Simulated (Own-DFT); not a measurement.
# Computed records: InAs (zincblende, strongly disordered by large displacements)

Computed with Own-DFT development build. A calculation, not a measurement: plane-wave PBE density functional theory by an unreviewed code, no spin, of a simulated periodic cell, stress positive in tension, free energy of the whole cell less one offset for each atom, forces on such cells passed a denser k mesh, this cell's mesh not checked; broken bonds can close the gap or carry spin, so checks made on this kind of crystal may not hold here; offsets are fitted by least squares, one for each functional and potential file, so energies compare only between cells with the same atoms and settings and are not formation energies; the far tail of each file's local potential was reset to the Coulomb form; each entry is a single point on an unrelaxed cell, so the pressure reflects the starting lattice, mostly measured values (interpolated for alloys), from which strain is counted, and rises with the displacements; printed positions are rounded, which can move forces by about a meV/angstrom; the program, named Own-DFT, is a retired in-house code; no spin-orbit coupling.

Common to all runs: functional PBE; potential files PseudoDojo norm-conserving, scalar-relativistic, standard set; wave cutoff 42 hartree; occupations Fermi-Dirac; smearing width 0.1 eV; hardware one NVIDIA H200; k mesh 3 x 3 x 3 centred on Gamma.

(1) 
```cif
# cell vector a (Å): 12.1166 0.0000 0.0000
# cell vector b (Å): 0.0000 12.1166 0.0000
# cell vector c (Å): 0.0000 0.0000 12.1166
data_InAs
_symmetry_space_group_name_H-M 'P 1'
_symmetry_Int_Tables_number 1
_cell_length_a 12.1166
_cell_length_b 12.1166
_cell_length_c 12.1166
_cell_angle_alpha 90.000
_cell_angle_beta 90.000
_cell_angle_gamma 90.000
_cell_volume 1778.86
loop_
_atom_site_label
_atom_site_type_symbol
_atom_site_fract_x
_atom_site_fract_y
_atom_site_fract_z
_atom_site_occupancy
In1 In 0.99448 0.03131 0.99282 1
In2 In 0.98877 0.23662 0.26148 1
In3 In 0.21426 0.01806 0.25216 1
In4 In 0.24315 0.25811 0.99976 1
As1 As 0.14724 0.13523 0.12774 1
As2 As 0.15254 0.35653 0.38007 1
As3 As 0.38938 0.13042 0.37603 1
As4 As 0.36543 0.37888 0.11165 1
In5 In 0.00951 0.00361 0.48838 1
In6 In 0.95855 0.27416 0.75699 1
In7 In 0.24792 0.00013 0.73589 1
In8 In 0.26648 0.25976 0.53462 1
As5 As 0.12757 0.12508 0.63214 1
As6 As 0.14304 0.36792 0.85177 1
As7 As 0.39949 0.11868 0.85381 1
As8 As 0.36429 0.40491 0.61655 1
In9 In 0.02101 0.50191 0.98188 1
In10 In 0.01481 0.77822 0.23803 1
In11 In 0.26069 0.51969 0.25023 1
In12 In 0.25060 0.76253 0.98040 1
As9 As 0.07807 0.60030 0.14432 1
As10 As 0.11278 0.87241 0.36294 1
As11 As 0.35413 0.64579 0.37936 1
As12 As 0.38739 0.85697 0.13797 1
In13 In 0.99421 0.49767 0.51732 1
In14 In 0.01273 0.74716 0.76229 1
In15 In 0.24073 0.49648 0.74080 1
In16 In 0.25355 0.75653 0.48576 1
As13 As 0.10516 0.65440 0.63141 1
As14 As 0.13830 0.89594 0.88890 1
As15 As 0.37367 0.61716 0.86276 1
As16 As 0.36103 0.85689 0.62281 1
In17 In 0.51880 0.99989 0.98959 1
In18 In 0.52114 0.27935 0.26413 1
In19 In 0.75554 0.01872 0.24122 1
In20 In 0.77335 0.23228 0.00243 1
As17 As 0.64520 0.11310 0.12889 1
As18 As 0.63605 0.38404 0.38807 1
As19 As 0.85831 0.11259 0.36417 1
As20 As 0.88423 0.36485 0.09699 1
In21 In 0.48193 0.00029 0.51293 1
In22 In 0.47118 0.24682 0.74442 1
In23 In 0.77390 0.99303 0.74387 1
In24 In 0.75076 0.26059 0.48670 1
As21 As 0.63626 0.12843 0.62379 1
As22 As 0.60130 0.37874 0.87511 1
As23 As 0.86029 0.13296 0.86000 1
As24 As 0.86004 0.36283 0.63520 1
In25 In 0.49181 0.51764 0.00772 1
In26 In 0.50181 0.74887 0.25523 1
In27 In 0.75832 0.47514 0.23810 1
In28 In 0.73705 0.77074 0.00197 1
As25 As 0.58620 0.64517 0.12633 1
As26 As 0.63741 0.84337 0.35371 1
As27 As 0.89166 0.59213 0.38347 1
As28 As 0.87775 0.86239 0.10932 1
In29 In 0.52069 0.51755 0.47598 1
In30 In 0.47725 0.75579 0.77854 1
In31 In 0.73995 0.48652 0.74972 1
In32 In 0.73113 0.74583 0.50130 1
As29 As 0.59517 0.61834 0.63966 1
As30 As 0.65130 0.85644 0.84167 1
As31 As 0.85546 0.66382 0.87458 1
As32 As 0.89335 0.88195 0.62712 1
_calc_free_energy_of_cell_above_offsets '-5.071'  # eV
_calc_pressure 7.96  # GPa
_calc_stress_xx -6.42  # GPa
_calc_stress_yy -7.96  # GPa
_calc_stress_zz -9.5  # GPa
_calc_stress_yz -0.19  # GPa
_calc_stress_xz -1.82  # GPa
_calc_stress_xy 0.16  # GPa
_calc_wall_time 1152  # s
```

Force:
```
element  x (eV/Å)  y (eV/Å)  z (eV/Å)
     In     0.627    -1.056     0.672
     In     1.463     1.643    -0.731
     In     4.216    -2.982     2.899
     In     1.273    -0.659    -1.512
     As    -3.905     2.142    -2.714
     As    -1.477     0.767    -0.148
     As    -1.132     0.392     -0.29
     As     1.345     0.728      1.74
     In    -0.635     0.617     1.105
     In     5.435    -2.596     2.919
     In     0.864    -0.533      0.97
     In    -1.284    -2.627    -2.084
     As    -1.585     1.299    -0.686
     As    -2.604    -1.289     1.249
     As    -3.466    -3.339     3.643
     As     3.579     0.458    -0.248
     In    -1.321    -0.062    -1.843
     In     -2.76     -3.51    -2.467
     In    -1.711    -1.512    -0.948
     In     1.382     -1.86     2.067
     As     2.113     0.889     1.274
     As     2.747     1.871      3.13
     As     4.052    -3.245    -2.299
     As    -2.348     2.811    -2.357
     In     2.132    -1.717     1.173
     In    -2.065     3.295     3.246
     In     -0.36     3.244    -0.758
     In    -3.908     1.892     2.553
     As     3.186    -3.459    -3.423
     As    -1.936      0.89    -1.272
     As    -2.318    -1.261     1.616
     As     1.142     1.193     0.966
     In    -0.067    -1.115     0.331
     In     -2.03    -2.192    -2.076
     In     0.382    -6.384     -0.04
     In    -3.555     0.836     0.558
     As    -3.946     3.415    -2.882
     As     0.467     0.964    -1.392
     As     2.605     2.006     3.855
     As     1.363     1.084     1.619
     In     1.497    -0.371    -0.256
     In     3.129     4.288    -3.282
     In    -1.558     0.544    -1.251
     In     0.775    -2.674     1.514
     As    -0.752    -0.126     0.003
     As     0.764     -0.74     0.593
     As     1.316    -1.466     0.153
     As    -1.982     3.395    -4.625
     In    -0.238    -1.643    -1.261
     In    -2.657     0.291      2.99
     In     0.438     1.625    -0.475
     In    -1.575    -1.471     1.568
     As      4.72    -2.421    -2.182
     As     1.263     3.682     1.041
     As    -2.283      2.59    -2.415
     As     0.651     2.905     0.852
     In    -2.539     1.359     1.184
     In     1.465     1.439    -2.063
     In    -0.874      1.68     0.978
     In     1.527    -1.314     1.519
     As     1.324     0.853     0.109
     As    -1.741     1.131     0.181
     As     1.031    -3.188     -0.86
     As     0.335    -1.405    -1.424
```

(2) 
```cif
# cell vector a (Å): 12.1166 0.0000 0.0000
# cell vector b (Å): 0.0000 12.1166 0.0000
# cell vector c (Å): 0.0000 0.0000 12.1166
data_InAs
_symmetry_space_group_name_H-M 'P 1'
_symmetry_Int_Tables_number 1
_cell_length_a 12.1166
_cell_length_b 12.1166
_cell_length_c 12.1166
_cell_angle_alpha 90.000
_cell_angle_beta 90.000
_cell_angle_gamma 90.000
_cell_volume 1778.86
loop_
_atom_site_label
_atom_site_type_symbol
_atom_site_fract_x
_atom_site_fract_y
_atom_site_fract_z
_atom_site_occupancy
In1 In 0.99601 0.00821 0.99622 1
In2 In 0.97685 0.25826 0.24200 1
In3 In 0.25309 0.99852 0.24570 1
In4 In 0.25978 0.25251 0.98306 1
As1 As 0.12870 0.11097 0.15366 1
As2 As 0.13618 0.32914 0.39256 1
As3 As 0.40108 0.12970 0.35934 1
As4 As 0.36102 0.37076 0.12546 1
In5 In 0.97995 0.00995 0.48371 1
In6 In 0.00971 0.25447 0.76233 1
In7 In 0.27096 0.98198 0.74830 1
In8 In 0.25137 0.25724 0.52409 1
As5 As 0.09532 0.12370 0.61378 1
As6 As 0.11918 0.35735 0.89056 1
As7 As 0.36288 0.12960 0.84822 1
As8 As 0.37475 0.39339 0.63949 1
In9 In 0.99477 0.49645 0.03724 1
In10 In 0.00914 0.74901 0.22078 1
In11 In 0.21390 0.49080 0.23509 1
In12 In 0.25895 0.75896 0.01626 1
As9 As 0.13626 0.64492 0.13888 1
As10 As 0.14148 0.87174 0.35727 1
As11 As 0.37143 0.61883 0.38821 1
As12 As 0.36490 0.88071 0.09602 1
In13 In 0.97394 0.51665 0.48847 1
In14 In 0.99832 0.71114 0.74230 1
In15 In 0.26368 0.48231 0.75444 1
In16 In 0.22572 0.75814 0.52540 1
As13 As 0.12871 0.64030 0.63420 1
As14 As 0.11614 0.86811 0.87227 1
As15 As 0.38318 0.62928 0.87199 1
As16 As 0.39268 0.86348 0.61360 1
In17 In 0.51921 0.00605 0.00382 1
In18 In 0.49292 0.23493 0.24318 1
In19 In 0.76044 0.01675 0.27167 1
In20 In 0.73204 0.23134 0.97709 1
As17 As 0.63012 0.11557 0.10082 1
As18 As 0.59580 0.40787 0.36271 1
As19 As 0.87876 0.15362 0.37222 1
As20 As 0.85871 0.34276 0.12974 1
In21 In 0.48740 0.96898 0.45810 1
In22 In 0.50555 0.24484 0.76280 1
In23 In 0.73955 0.01681 0.76606 1
In24 In 0.76869 0.26005 0.48863 1
As21 As 0.58959 0.14299 0.63345 1
As22 As 0.62414 0.38239 0.88281 1
As23 As 0.87602 0.10167 0.85568 1
As24 As 0.83977 0.39885 0.62760 1
In25 In 0.52670 0.50153 0.98288 1
In26 In 0.51657 0.75806 0.24441 1
In27 In 0.74124 0.50294 0.24844 1
In28 In 0.75028 0.74904 0.99615 1
As25 As 0.60909 0.63840 0.11501 1
As26 As 0.62836 0.85893 0.37634 1
As27 As 0.87889 0.62952 0.38236 1
As28 As 0.89310 0.88579 0.13083 1
In29 In 0.49474 0.49161 0.51189 1
In30 In 0.52797 0.73166 0.74502 1
In31 In 0.78300 0.53390 0.74886 1
In32 In 0.73637 0.76352 0.50634 1
As29 As 0.63623 0.64318 0.62605 1
As30 As 0.60361 0.83132 0.90239 1
As31 As 0.86608 0.64459 0.88029 1
As32 As 0.87478 0.89741 0.61143 1
_calc_free_energy_of_cell_above_offsets '0.524'  # eV
_calc_pressure 9.34  # GPa
_calc_stress_xx -9.06  # GPa
_calc_stress_yy -8.93  # GPa
_calc_stress_zz -10.02  # GPa
_calc_stress_yz -1.22  # GPa
_calc_stress_xz 0.98  # GPa
_calc_stress_xy 0.99  # GPa
_calc_wall_time 1171  # s
```

Force:
```
element  x (eV/Å)  y (eV/Å)  z (eV/Å)
     In     1.779    -0.148      0.57
     In     6.082    -1.393     1.357
     In     2.986    -0.843     0.859
     In      0.54    -1.652      2.02
     As    -2.736     2.996    -3.166
     As    -3.528     3.447    -3.604
     As    -4.102    -3.087     3.987
     As     1.108     0.666    -0.461
     In     1.725    -0.806    -1.398
     In    -1.908    -0.722    -2.042
     In     -1.81    -1.018    -0.928
     In     2.173    -2.008     2.097
     As     2.091     0.245     1.082
     As    -0.396      3.26     0.178
     As     0.684    -0.309     2.128
     As      2.59     -4.08    -2.154
     In    -0.038    -0.019    -1.083
     In    -2.974     2.137      4.18
     In     1.904    -2.101     2.751
     In    -3.099    -3.519    -4.556
     As     1.687    -2.765    -3.182
     As    -1.741     -0.54     1.821
     As    -0.727     0.825    -0.836
     As     4.446     4.213     4.117
     In      4.01    -4.211     3.813
     In    -2.204      4.13     2.132
     In    -3.745     3.298     3.739
     In      2.76     2.048    -3.382
     As     0.926    -5.786    -0.773
     As     0.489    -0.258    -0.155
     As    -0.615     -0.49     0.202
     As    -0.331    -0.172     0.807
     In    -3.975    -3.134    -3.429
     In     2.982     3.996    -3.754
     In    -0.858    -1.394    -1.278
     In     2.074     0.766    -1.082
     As     1.932     1.884     5.116
     As     1.275    -2.819    -0.813
     As    -0.042    -2.462      0.27
     As    -3.236      3.65    -3.255
     In    -1.013     1.729      1.73
     In    -1.398     3.638     2.167
     In    -4.489     -3.01    -3.443
     In    -4.063     1.605     1.858
     As     3.736    -3.438    -4.138
     As     2.957    -2.375     -3.56
     As     2.947     3.706     2.535
     As     2.887    -2.474    -1.249
     In    -4.244      2.33     2.873
     In    -3.365    -0.329     0.083
     In     0.472     0.726    -0.349
     In     1.185     1.164     3.457
     As     2.175    -1.478     0.014
     As     1.468     1.831    -2.312
     As    -3.084     3.909    -4.475
     As    -2.593     0.276    -0.379
     In     0.242     2.259     0.227
     In    -4.069     2.189     1.823
     In    -3.405    -0.326     0.052
     In     3.313    -0.052     0.571
     As     1.488      -4.6    -2.192
     As    -1.027     3.706    -1.034
     As     2.971     -1.07     2.001
     As    -1.273     -1.74     1.845
```
